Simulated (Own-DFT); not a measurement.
# Computed records: GaP (zincblende, atoms displaced), GaP (zincblende, strained, atoms displaced)

Computed with Own-DFT development build. A calculation, not a measurement: plane-wave PBE density functional theory by an unreviewed code, no spin, of a simulated periodic cell, stress positive in tension, free energy of the whole cell less one offset for each atom, forces on such cells passed a denser k mesh, this cell's mesh not checked; offsets are fitted by least squares, one for each functional and potential file, so energies compare only between cells with the same atoms and settings and are not formation energies; the far tail of each file's local potential was reset to the Coulomb form; each entry is a single point on an unrelaxed cell, so the pressure reflects the starting lattice, mostly measured values (interpolated for alloys), from which strain is counted, and rises with the displacements; printed positions are rounded, which can move forces by about a meV/angstrom; the program, named Own-DFT, is a retired in-house code; no spin-orbit coupling; before rounding, a Quantum ESPRESSO 7.3.1 run of the same cell and cutoff gave forces within 1 meV/angstrom rms on each cell, which checks the program and not the settings.

Settings shared by all entries: functional PBE; potential files PseudoDojo norm-conserving, scalar-relativistic, standard set; wave cutoff 42 hartree; occupations Fermi-Dirac; smearing width 0.1 eV.

(1) 
```xyz
96
Lattice="16.3515 0.0000 0.0000 0.0000 10.9010 0.0000 0.0000 0.0000 10.9010" Properties=species:S:1:pos:R:3:force_x:R:1:force_y:R:1:force_z:R:1 formula=GaP k_mesh=2_x_3_x_3_centred_on_Gamma free_energy_of_cell_above_offsets=-50.421 pressure=3.17 stress_xx=-3.21 stress_yy=-3.16 stress_zz=-3.16 stress_yz=0.07 stress_xz=0.1 stress_xy=0.13
Ga     0.1533    10.8367     0.0113     -1.029      0.197       0.08
Ga     0.0147     2.7431     2.7860      0.171      0.131     -0.442
Ga     2.7740    10.8631     2.7534     -0.235      0.509      0.191
Ga     2.6902     2.5898    10.8747      0.195      1.645     -0.229
P      1.3891     1.3815     1.3925     -0.349      -0.56      0.555
P      1.4223     4.1003     4.0434     -0.407      0.288      0.543
P      4.1054     1.3624     4.1088      0.267     -0.097      0.007
P      4.0890     4.1432     1.3174     -0.229     -1.455     -0.218
Ga    16.3492    10.8119     5.3709     -0.733      2.019      1.004
Ga    16.3048     2.7418     8.2087      0.945      0.322      -0.63
Ga     2.7812    10.8911     8.0473     -0.812      0.365       1.14
Ga     2.6848     2.7181     5.4486      0.409      0.062      -0.21
P      1.3706     1.3554     6.7803     -0.789     -0.054       0.21
P      1.4298     4.1546     9.4512     -1.084     -0.953      1.335
P      4.0752     1.3332     9.5479      0.249     -0.085     -0.652
P      4.0960     4.1213     6.7481      0.037     -0.599      0.921
Ga    16.2726     5.4511     0.0439      0.519     -0.098     -0.645
Ga     0.0445     8.1763     2.7167     -0.008     -0.306      0.757
Ga     2.7861     5.4168     2.6703     -0.213      0.529      0.724
Ga     2.7778     8.1738     0.0513     -0.794     -0.428     -0.256
P      1.3661     6.7718     1.3866      0.099      0.401     -0.252
P      1.3625     9.5944     4.2016      0.392     -0.832     -2.522
P      4.0913     6.8225     4.1306     -0.678      0.194      -0.65
P      4.0742     9.5712     1.3125      0.283     -0.507      0.952
Ga     0.0641     5.5241     5.5125     -0.261     -0.566      -0.82
Ga    16.2633     8.1355     8.2108      1.246      0.166     -0.524
Ga     2.7709     5.4747     8.2044      0.416     -0.042     -0.777
Ga     2.6288     8.2131     5.4118      1.201     -0.566       0.48
P      1.4517     6.8259     6.8141     -0.759      0.305      0.695
P      1.4073     9.4553     9.5286      0.122      0.334     -0.483
P      4.0582     6.7940     9.5954      0.743      0.494     -0.342
P      4.0513     9.5389     6.7954      0.428     -0.969     -0.078
Ga     5.4146     0.0240     0.0384       0.28      0.355     -0.186
Ga     5.4381     2.7205     2.6485     -0.621      0.593      0.915
Ga     8.1630    10.8933     2.7006      -0.38      0.188      0.721
Ga     8.2127     2.6879     0.0297       0.12     -0.029      0.108
P      6.7552     1.4025     1.3876      0.853     -0.762     -0.552
P      6.8113     4.0897     3.9934      0.072     -0.078       0.78
P      9.5866     1.3452     4.1310      -0.77      0.263     -0.805
P      9.5157     4.0822     1.3996      0.606      0.024     -0.301
Ga     5.4532    10.8088     5.5026      0.167      1.033     -0.288
Ga     5.4997     2.7318     8.2252     -0.403      0.298     -0.197
Ga     8.1706    10.8703     8.2036      0.535     -0.107      0.048
Ga     8.1664     2.6526     5.4850     -0.119      0.787     -0.556
P      6.8563     1.3411     6.8845     -0.612     -0.312     -0.526
P      6.9217     4.0435     9.5713     -1.207      0.597        0.3
P      9.5372     1.3102     9.5792      0.528      0.089     -0.251
P      9.4876     4.1509     6.7989      0.473     -1.483     -0.051
Ga     5.4181     5.5118     0.0846      0.942     -0.361     -0.864
Ga     5.4245     8.1667     2.7350     -0.199     -0.051      -0.16
Ga     8.1185     5.5289     2.6224      0.889     -1.398      1.179
Ga     8.1988     8.2045    10.8493     -0.046     -0.341      0.291
P      6.8383     6.8156     1.4090     -0.904       1.36     -1.364
P      6.7470     9.4845     4.1065       0.89      0.587     -0.209
P      9.4901     6.7890     4.0131      0.805      0.506      0.444
P      9.5328     9.5112     1.4305      0.045      0.072     -0.534
Ga     5.4327     5.4632     5.4398      0.462     -0.397     -0.475
Ga     5.4441     8.2169     8.2217     -0.415     -0.448     -0.215
Ga     8.1617     5.3700     8.1428     -0.339      1.471       0.57
Ga     8.2184     8.1909     5.4366     -0.211      -0.33     -0.148
P      6.7300     6.8633     6.7526      0.972     -0.182       0.93
P      6.7541     9.5957     9.5640       0.52      -0.44      0.086
P      9.6506     6.7575     9.6346     -1.482      0.959     -1.743
P      9.6280     9.4937     6.8288     -1.605      0.298      0.101
Ga    10.9210    10.8456     0.0854     -0.588     -0.251     -1.048
Ga    10.9619     2.6813     2.7155     -0.279      0.639      0.329
Ga    13.5944    10.8913     2.6561      0.029      0.318      1.175
Ga    13.6456     2.7702     0.0267      -0.26     -0.922     -0.618
P     12.2338     1.2998     1.3210      0.672      0.875      0.274
P     12.2422     4.1993     4.0732      0.121     -1.296      0.392
P     14.9853     1.4324     4.0818     -0.013     -1.323     -0.241
P     14.9421     4.0416     1.3963      0.614       0.33      0.143
Ga    10.7838    10.8821     5.4614      1.783     -0.075      0.061
Ga    10.9321     2.7090     8.1121      -0.59      0.098      0.522
Ga    13.6885    10.8726     8.2358      0.089      0.281     -0.556
Ga    13.6603     2.7000     5.4528     -0.606      0.959      0.139
P     12.3059     1.3444     6.8400     -0.137     -0.454     -0.536
P     12.2586     4.0608     9.5417       -0.1      0.199      0.094
P     15.0509     1.3766     9.5163     -0.201     -0.511      1.158
P     15.0174     4.1266     6.8204     -0.164     -0.091     -0.089
Ga    10.9581     5.5118     0.0218     -0.069     -1.667      0.396
Ga    11.0073     8.2576     2.7270     -0.672     -1.363      0.024
Ga    13.6168     5.4587     2.6962      -0.06     -0.167      0.078
Ga    13.6883     8.2188     0.0324     -0.776     -0.052     -0.035
P     12.2875     6.7693     1.3383      0.367      1.194      0.314
P     12.3148     9.4613     4.1367     -0.492      1.708     -0.171
P     14.9801     6.7421     4.0195      0.459      0.997      1.052
P     14.9645     9.5039     1.4775      1.014      0.484     -1.132
Ga    10.8375     5.4376     5.5038      0.098      0.563      -1.02
Ga    10.9046     8.1141     8.0642      0.537     -0.162       1.63
Ga    13.6163     5.4435     8.2096     -0.036     -0.151     -0.183
Ga    13.6358     8.2506     5.5001       0.36     -1.655      -0.28
P     12.2564     6.7670     6.8067      0.517      0.136     -0.301
P     12.3036     9.5588     9.5294     -0.477     -0.643      0.183
P     14.9293     6.8733     9.5316      0.154      -0.94      0.493
P     15.0580     9.5154     6.7631     -0.483      0.338      0.844
```

Units: free_energy_of_cell_above_offsets in eV; pressure, stress_xx, stress_yy, stress_zz, stress_yz, stress_xz, stress_xy in GPa; force_x, force_y, force_z in eV/Å.

(2) 
```xyz
64
Lattice="10.8125 0.0893 -0.1328 0.0893 10.8403 0.1902 -0.1328 0.1902 10.7828" Properties=species:S:1:pos:R:3:force_x:R:1:force_y:R:1:force_z:R:1 formula=GaP k_mesh=3_x_3_x_3_centred_on_Gamma free_energy_of_cell_above_offsets=-31.692 pressure=5.84 stress_xx=-5.82 stress_yy=-5.69 stress_zz=-6.02 stress_yz=3.46 stress_xz=-2.68 stress_xy=2.16
Ga    -0.1085     0.1965    10.7800      0.421     -0.366      0.449
Ga    -0.0096     2.7294     2.7815     -0.027     -0.138     -0.223
Ga     2.6096     0.0920     2.6707      0.895      -0.38      0.821
Ga     2.6706     2.7372     0.0240      0.567      0.185     -0.415
P      1.3702     1.3983     1.3697     -1.067      0.346     -0.372
P      1.3397     4.1121     4.0861      0.072     -0.041      0.135
P      3.9388     1.5252     4.0649      0.881     -1.206     -1.005
P      4.0823     4.1242     1.3727     -0.875      0.277      -0.28
Ga     0.0436     0.1324     5.3470     -1.407     -0.074      0.339
Ga    10.7162     3.0206     7.9133      0.279     -1.473      0.552
Ga     2.6521     0.1905     7.9793      0.336     -1.296      1.045
Ga     2.6878     2.7592     5.4270     -0.478      0.935      0.616
P      1.3016     1.4397     6.7475     -0.781      1.241     -0.378
P      1.2532     4.2252     9.3475     -0.098      0.453      1.503
P      3.9282     1.5309     9.4004     -0.533      0.409      0.087
P      4.0001     4.1729     6.7810     -0.703      0.988     -0.306
Ga     0.1061     5.4211     0.1668     -0.751     -1.059      -1.16
Ga    10.8042     8.2880     2.6506      1.023     -0.635      0.538
Ga     2.7131     5.5215     2.8079      0.725     -0.897      0.229
Ga     2.7261     8.1428     0.1906       0.47      0.018     -1.029
P      1.4178     6.7124     1.4320     -0.413      1.529      0.627
P      1.3784     9.5768     4.2424     -0.176     -0.505     -1.013
P      4.1146     6.8362     4.1319     -1.131      1.181     -0.624
P      4.0641     9.5487     1.5106     -0.287      0.826     -0.799
Ga    10.7730     5.5731     5.2102       0.63       -0.1      1.678
Ga    10.7500     8.3481     7.9443      0.501     -0.056      1.486
Ga     2.6711     5.6319     8.2230      0.937     -0.577     -0.052
Ga     2.7671     8.2753     5.5114     -0.332     -1.074     -0.293
P      1.4015     6.9327     6.9101     -0.852     -0.148     -1.718
P      1.2801     9.6810     9.5662      0.242     -0.318     -0.343
P      4.0727     6.9779     9.5335      -0.81      0.857     -0.055
P      4.0815     9.5680     6.7947     -0.619      1.954     -0.271
Ga     5.2755     0.2746    10.7169      0.046     -1.091     -0.161
Ga     5.3607     2.7906     2.6734      0.762      -0.72       0.04
Ga     8.1271    10.8974     2.7819      0.258      0.339      0.361
Ga     8.0829     2.7604     0.0142      1.006      0.448     -1.409
P      6.8319     1.3512     1.1847     -1.546      0.566      1.348
P      6.6978     4.1512     4.0396     -0.007      0.126      0.328
P      9.3163     1.5133     3.9145      1.205     -0.606      0.048
P      9.4503     4.1323     1.3205      0.103      0.478     -0.159
Ga     5.3754     0.1680     5.3544     -0.239     -0.015     -0.345
Ga     5.2802     2.8304     8.0539      0.503      0.394      0.729
Ga     8.1234    10.9726     8.2017     -0.278      1.786      0.398
Ga     8.1487     2.8165     5.3438     -1.198      0.386      0.293
P      6.6221     1.5778     6.6935      1.137     -0.625      0.002
P      6.6164     4.2972     9.3976      0.216     -0.474       0.13
P      9.4242     1.5859     9.3560     -1.089       0.95     -0.658
P      9.3116     4.2709     6.7220      1.105     -0.013     -1.859
Ga     5.4657     5.4440     0.0595      0.663     -0.002      0.213
Ga     5.3746     8.2287     2.7161      1.274     -0.645      0.787
Ga     8.0413     5.4759     2.6880      1.245     -0.743       0.94
Ga     8.0727     8.3739    10.8129      0.094      0.057      0.191
P      6.8709     6.8203     1.4349     -1.455      1.254     -1.188
P      6.7648     9.6641     4.1073     -0.663     -0.658      0.139
P      9.4864     6.9099     3.9829      -1.08      0.699     -0.063
P      9.5004     9.6582     1.4636      0.018     -0.271     -1.392
Ga     5.3553     5.5983     5.4592      0.875     -1.475      0.443
Ga     5.3426     8.3675     8.0830      1.573      -1.48      1.256
Ga     8.0897     5.5368     8.0490     -0.448      0.958      1.646
Ga     8.1314     8.3425     5.4468      0.171     -0.512     -0.052
P      6.7766     6.8709     6.7580     -0.408      1.267     -0.039
P      6.7364     9.7346     9.4705     -0.977     -0.585      0.654
P      9.4436     7.0377     9.4400     -0.211     -0.351     -0.376
P      9.4069     9.7689     6.8542      0.707     -0.298     -2.012
```

Units: free_energy_of_cell_above_offsets in eV; pressure, stress_xx, stress_yy, stress_zz, stress_yz, stress_xz, stress_xy in GPa; force_x, force_y, force_z in eV/Å.

(3) 
```xyz
64
Lattice="11.0274 0.1955 -0.0910 0.1955 10.7415 0.1139 -0.0910 0.1139 11.0057" Properties=species:S:1:pos:R:3:force_x:R:1:force_y:R:1:force_z:R:1 formula=GaP k_mesh=3_x_3_x_3_centred_on_Gamma free_energy_of_cell_above_offsets=-32.471 pressure=2.95 stress_xx=-2.37 stress_yy=-4.04 stress_zz=-2.45 stress_yz=2.14 stress_xz=-1.3 stress_xy=3.39
Ga    11.1235    11.0156    10.9783     -0.306      0.746       0.71
Ga     0.0867     2.6491     2.7102      0.125      0.537       0.83
Ga     2.8548    10.7852     2.8795      1.284      0.687     -0.499
Ga     2.7764     2.7448     0.0401      0.277     -0.331      0.064
P      1.3702     1.3358     1.3591      0.338      -0.07     -0.746
P      1.4883     4.0607     4.1378     -0.882      0.176       0.12
P      4.1030     1.4682     4.1258      0.001      -0.46     -0.691
P      4.1619     4.1672     1.3527      0.797     -0.858      -0.33
Ga     0.0493     0.0753     5.5610     -1.249     -0.505     -0.731
Ga    -0.0134     2.7247     8.2909     -0.059      0.053     -0.159
Ga     2.8759    10.8180     8.4098      0.184      0.807     -0.448
Ga     2.7799     2.7140     5.5386      -0.21      0.511      0.238
P      1.3124     1.4106     6.8547       0.85      0.364      0.836
P      1.3536     4.0850     9.6156      0.237      0.628     -0.092
P      4.0601     1.5708     9.5676     -0.455     -0.375       0.42
P      4.1072     4.1584     6.8731      0.076      0.279      0.482
Ga     0.0782     5.4617    11.0090     -0.816      0.182      0.271
Ga    11.0500     8.2770     2.6983      1.489     -0.239      0.502
Ga     2.8514     5.3773     2.7304      -0.45      0.865      0.836
Ga     2.8597     8.2603    11.0271     -0.054     -0.403      0.683
P      1.4746     6.7614     1.3959      0.238      0.228     -0.083
P      1.5434     9.5414     4.1563      -1.08     -1.474      0.942
P      4.2098     6.7803     4.1834     -0.203      0.785     -0.758
P      4.3045     9.4917     1.4995     -0.832      0.824     -0.898
Ga    11.0535     5.6751     5.5274      0.723     -1.073     -0.171
Ga     0.1744     8.1827     8.3233     -0.783     -0.381      0.395
Ga     2.7994     5.5645     8.3886     -0.049     -0.321     -0.674
Ga     2.8292     8.1430     5.6040       0.46      0.228     -0.896
P      1.4265     6.8647     6.8710      0.198     -0.577      1.013
P      1.4433     9.5952     9.7300      0.414     -0.902     -0.271
P      4.2765     6.9071     9.6756     -1.068       0.62     -0.739
P      4.1979     9.4915     6.9923     -0.337      1.092     -1.194
Ga     5.3602     0.2210    10.9377      0.824      0.124      0.663
Ga     5.5247     2.7591     2.7471     -0.156      1.028      0.372
Ga     8.4168    10.8507     2.8562      0.517      0.398      0.144
Ga     8.2495     2.9949    10.9136      0.613     -0.404      1.608
P      6.9630     1.5832     1.4506     -0.229     -1.087     -1.526
P      6.9796     4.2807     4.0714     -1.657     -0.868      0.817
P      9.7207     1.5812     3.9904     -0.752     -0.494      0.913
P      9.7769     4.1948     1.3657     -0.654      0.731     -0.698
Ga     5.6722    10.8605     5.5062     -0.264     -0.104      0.948
Ga     5.4873     2.8673     8.2811      0.095       0.46     -0.147
Ga     8.4628    10.9366     8.2699     -1.274      0.572      1.032
Ga     8.2606     2.9335     5.4417      0.335     -0.627      0.304
P      6.7363     1.5109     6.8702      1.127     -0.024     -0.641
P      6.9302     4.2281     9.6336     -0.833      1.008     -1.035
P      9.5723     1.6571     9.5618     -0.014     -0.589      -0.32
P      9.6644     4.3052     6.8919      0.132     -0.452     -0.831
Ga     5.5138     5.5896    10.9907      0.911     -0.473      0.695
Ga     5.6468     8.2485     2.7680      0.338     -1.506      0.637
Ga     8.2861     5.5226     2.7832      1.395      0.984     -1.043
Ga     8.4011     8.2815     0.0442      1.504     -1.138      0.405
P      7.0429     6.9270     1.2966     -0.553     -0.794      1.057
P      7.0370     9.4531     4.2388     -1.195      1.825     -1.795
P      9.8174     6.9702     4.1515      -1.33     -0.152     -0.647
P      9.8343     9.5999     1.3695     -0.946      0.564      -0.33
Ga     5.5317     5.5326     5.5629      0.575     -0.295      0.091
Ga     5.5778     8.3072     8.2374      0.992     -1.016      0.964
Ga     8.3758     5.6549     8.2099     -0.669     -0.316       0.65
Ga     8.3189     8.2557     5.4465      1.798     -1.301      2.107
P      6.9596     6.9196     6.9150     -0.311      0.116     -0.583
P      6.9675     9.4980     9.7556     -0.906      2.234     -1.679
P      9.6372     7.0145     9.5727      1.053      0.404      0.548
P      9.7341     9.6561     6.9631      0.678     -0.451     -1.639
```

Units: free_energy_of_cell_above_offsets in eV; pressure, stress_xx, stress_yy, stress_zz, stress_yz, stress_xz, stress_xy in GPa; force_x, force_y, force_z in eV/Å.
